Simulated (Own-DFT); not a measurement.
# Computed records: Al3GaN4 (wurtzite random alloy, atoms displaced)

All values are calculated (Own-DFT development build). A calculation, not a measurement: plane-wave density functional theory by an unreviewed code, no spin, of a simulated periodic cell, stress positive in tension, run twice, with PBE and with PBEsol, both on files made for PBE, so the change isn't that of files made for PBEsol, forces on such cells passed a denser k mesh, this cell's mesh not checked; the far tail of each file's local potential was reset to the Coulomb form; each entry is a single point on an unrelaxed cell, so the pressure reflects the starting lattice, mostly measured values (interpolated for alloys), from which strain is counted, and rises with the displacements; printed positions are rounded, which can move forces by about a meV/angstrom; the program, named Own-DFT, is a retired in-house code; no spin-orbit coupling; stress was not checked against mesh or cutoff.

Al3GaN4 (wurtzite random alloy, atoms displaced)

```
Al3GaN4
1.0
      9.3938     0.0000     0.0000
     -4.6969     8.1352     0.0000
      0.0000     0.0000    10.0655
Al N Al N Al N Al Ga N Al N Ga N Al N Al N Al N Al N Ga Al N Ga N Al N Ga Al N Al N Al N Ga Al N Al Ga N
2 2 2 2 2 2 1 1 2 2 2 2 2 2 2 2 2 2 2 2 2 1 1 2 2 2 2 2 1 1 2 2 2 2 2 1 1 2 1 1 2
Direct
  0.11368 0.21969 0.00363
  0.22241 0.11132 0.25247
  0.11311 0.21507 0.18778
  0.21971 0.11121 0.44161
  0.10477 0.21611 0.49984
  0.21366 0.10687 0.75560
  0.10983 0.21920 0.69166
  0.21609 0.10605 0.93836
  0.10459 0.55696 0.00221
  0.22252 0.43956 0.24809
  0.10868 0.55417 0.18724
  0.22660 0.44075 0.43899
  0.11500 0.55833 0.49657
  0.21326 0.44214 0.74995
  0.11308 0.55787 0.69333
  0.21983 0.44006 0.93489
  0.11228 0.88927 0.00156
  0.22359 0.78073 0.25099
  0.11035 0.89296 0.19591
  0.22465 0.77798 0.43963
  0.10892 0.88671 0.49811
  0.22344 0.78082 0.74615
  0.11336 0.89479 0.69257
  0.22371 0.77654 0.94249
  0.44542 0.22165 0.00382
  0.55640 0.10923 0.24604
  0.44135 0.22550 0.19093
  0.55766 0.10393 0.44050
  0.43906 0.21740 0.49614
  0.55930 0.11153 0.75002
  0.44475 0.22623 0.68892
  0.55860 0.10994 0.93895
  0.44964 0.55604 0.99976
  0.55155 0.44289 0.25477
  0.44081 0.55674 0.19215
  0.55859 0.44363 0.43824
  0.43987 0.55988 0.49728
  0.55608 0.43958 0.75116
  0.45012 0.55815 0.69555
  0.55575 0.44291 0.93465
  0.44154 0.88848 0.00106
  0.55638 0.78213 0.25172
  0.44594 0.88767 0.19152
  0.55044 0.77720 0.44452
  0.44993 0.89232 0.50535
  0.55929 0.78623 0.74950
  0.45082 0.89033 0.68958
  0.55635 0.77596 0.93855
  0.77864 0.22006 0.99633
  0.89402 0.11396 0.25018
  0.78035 0.22666 0.18746
  0.89595 0.10988 0.43635
  0.77127 0.21408 0.50047
  0.88903 0.10917 0.75175
  0.78149 0.21886 0.69067
  0.88221 0.10507 0.93724
  0.77312 0.55099 0.00063
  0.88488 0.44797 0.25086
  0.77749 0.56008 0.19217
  0.88810 0.44696 0.44423
  0.78158 0.55356 0.49976
  0.88862 0.44097 0.75274
  0.77411 0.55994 0.68709
  0.89900 0.44824 0.93779
  0.77708 0.89161 0.99693
  0.89228 0.78398 0.25616
  0.77052 0.88252 0.19233
  0.88580 0.78217 0.43932
  0.77550 0.89667 0.49758
  0.88638 0.77942 0.75193
  0.78125 0.88887 0.69166
  0.89615 0.78073 0.94032
```

```
functional                                        : PBE, then PBEsol
potential files                                   : PseudoDojo norm-conserving, scalar-relativistic, standard set
wave cutoff                                       : 42 hartree
occupations                                       : Fermi-Dirac
smearing width                                    : 0.1 eV
k mesh                                            : 4 x 4 x 3 centred on Gamma
PBE pressure                                      : 5.4 GPa
PBE stress xx                                     : -4.78 GPa
PBE stress yy                                     : -5.2 GPa
PBE stress zz                                     : -6.21 GPa
PBE stress yz                                     : 0.06 GPa
PBE stress xz                                     : -0.75 GPa
PBE stress xy                                     : -0.44 GPa
PBEsol pressure                                   : 2.27 GPa
PBEsol stress xx                                  : -1.66 GPa
PBEsol stress yy                                  : -2.1 GPa
PBEsol stress zz                                  : -3.05 GPa
PBEsol stress yz                                  : 0.05 GPa
PBEsol stress xz                                  : -0.73 GPa
PBEsol stress xy                                  : -0.46 GPa
rms change of force components from PBE to PBEsol : 0.067 eV/Å
```

Force:
```tsv
force element	PBE force x (eV/Å)	PBE force y (eV/Å)	PBE force z (eV/Å)	PBEsol force x (eV/Å)	PBEsol force y (eV/Å)	PBEsol force z (eV/Å)
Al	-0.791	0.323	-1.288	-0.803	0.307	-1.298
Al	0.189	-0.188	0.171	0.195	-0.191	0.171
N	-0.821	0.783	0.537	-0.809	0.779	0.546
N	0.288	0.619	-0.742	0.272	0.438	-0.681
Al	1.237	1.115	0.831	1.229	1.127	0.839
Al	1.076	1.167	-1.051	1.086	1.184	-1.049
N	-0.553	-0.923	-0.838	-0.554	-0.743	-0.78
N	0.968	0.531	1.154	0.968	0.53	1.158
Al	2.276	0.033	-0.326	2.298	0.036	-0.341
Al	-0.683	0.412	-0.082	-0.696	0.398	-0.084
N	0.061	0.132	1.152	0.065	0.133	1.16
N	-1.54	-0.227	-0.203	-1.533	-0.241	-0.205
Al	-0.014	-0.721	0.572	0.002	-0.729	0.586
Ga	2.108	0.29	-0.285	2.061	0.299	-0.251
N	-1.669	-0.332	-1.898	-1.499	-0.253	-1.769
N	-0.013	0.266	2.945	-0.027	0.277	2.738
Al	0.078	-0.263	0.27	0.092	-0.248	0.278
Al	-0.011	-0.527	-0.282	-0.013	-0.519	-0.297
N	0.728	-0.392	-0.712	0.722	-0.394	-0.709
N	-0.029	-0.591	-0.414	-0.037	-0.409	-0.298
Ga	-0.16	0.12	0.617	-0.156	0.127	0.612
Ga	0.106	0.049	0.87	0.116	0.032	0.854
N	0.026	-0.143	-0.45	0.031	-0.33	-0.509
N	-1.411	-0.152	0.138	-1.244	-0.054	0.038
Al	-0.376	-0.083	-1.086	-0.381	-0.097	-1.092
Al	-0.037	0.411	0.368	-0.038	0.415	0.357
N	0.884	-0.679	0.093	0.879	-0.673	0.109
N	-2.098	1.472	-1.633	-1.923	1.369	-1.487
Al	0.512	0.881	0.809	0.53	0.863	0.806
Al	-0.901	0.324	-0.191	-0.903	0.313	-0.204
N	0.401	-1.557	0.033	0.387	-1.564	0.032
N	-0.65	1.237	0.003	-0.654	1.055	0.062
Al	-1.116	-0.254	-0.416	-1.113	-0.259	-0.421
Al	0.241	0.935	-0.581	0.239	0.936	-0.603
N	0.709	-0.031	-0.334	0.71	-0.019	-0.327
N	-0.548	-0.138	0.569	-0.55	-0.129	0.592
Al	1.867	-0.89	1.494	1.862	-0.888	1.5
Al	-0.827	1.026	-1.118	-0.823	1.032	-1.108
N	-0.347	-0.657	-1.477	-0.464	-0.558	-1.371
N	0.333	-0.38	1.591	0.325	-0.384	1.582
Ga	0.986	-0.416	-0.083	0.973	-0.406	-0.088
Al	-0.023	-0.995	0.196	-0.036	-0.997	0.195
N	-0.693	0.452	0.789	-0.697	0.442	0.612
N	1.616	0.072	-1.277	1.444	0.18	-1.208
Ga	-1.027	-0.991	-0.643	-0.992	-0.971	-0.619
Ga	0.984	-1.892	0.315	0.957	-1.859	0.32
N	-1.473	1.539	0.903	-1.431	1.347	0.821
N	-0.509	-0.596	0.838	-0.494	-0.408	0.758
Al	0.171	0.556	0.396	0.171	0.553	0.401
Al	-0.638	-0.653	-0.819	-0.649	-0.648	-0.835
N	0.076	-0.423	0.28	0.081	-0.416	0.279
N	-1.064	0.006	-0.194	-1.194	0.071	-0.148
Ga	1.185	1.494	-0.047	1.154	1.454	-0.036
Al	0.454	-0.114	-0.289	0.453	-0.119	-0.288
N	-0.553	0.292	0.945	-0.551	0.285	0.769
N	0.779	2.276	0.242	0.79	2.066	0.312
Al	0.624	0.931	-0.067	0.622	0.926	-0.077
Al	0.594	-0.097	0.017	0.596	-0.108	0.021
N	-0.159	-0.335	-0.29	-0.172	-0.318	-0.279
N	1.14	-0.106	-0.99	1.146	-0.265	-0.938
Al	-1.646	0.826	0.242	-1.644	0.842	0.24
Al	-0.421	0.972	-1.058	-0.425	0.979	-1.072
N	1.396	-1.684	0.349	1.388	-1.499	0.415
N	-2.208	-1.223	0.223	-2.209	-1.224	0.226
Ga	0.569	-1.303	0.989	0.543	-1.265	0.952
Al	-0.625	-0.675	-1.031	-0.612	-0.67	-1.05
N	0.676	1.379	0.639	0.686	1.378	0.481
N	-0.412	-0.872	0.446	-0.271	-0.788	0.521
Al	0.842	-1.594	0.699	0.817	-1.584	0.713
Ga	0.932	-0.515	-0.155	0.897	-0.505	-0.149
N	-0.892	1.839	-1.55	-0.868	1.639	-1.421
N	-0.173	-1.155	1.176	-0.319	-1.08	1.034
```
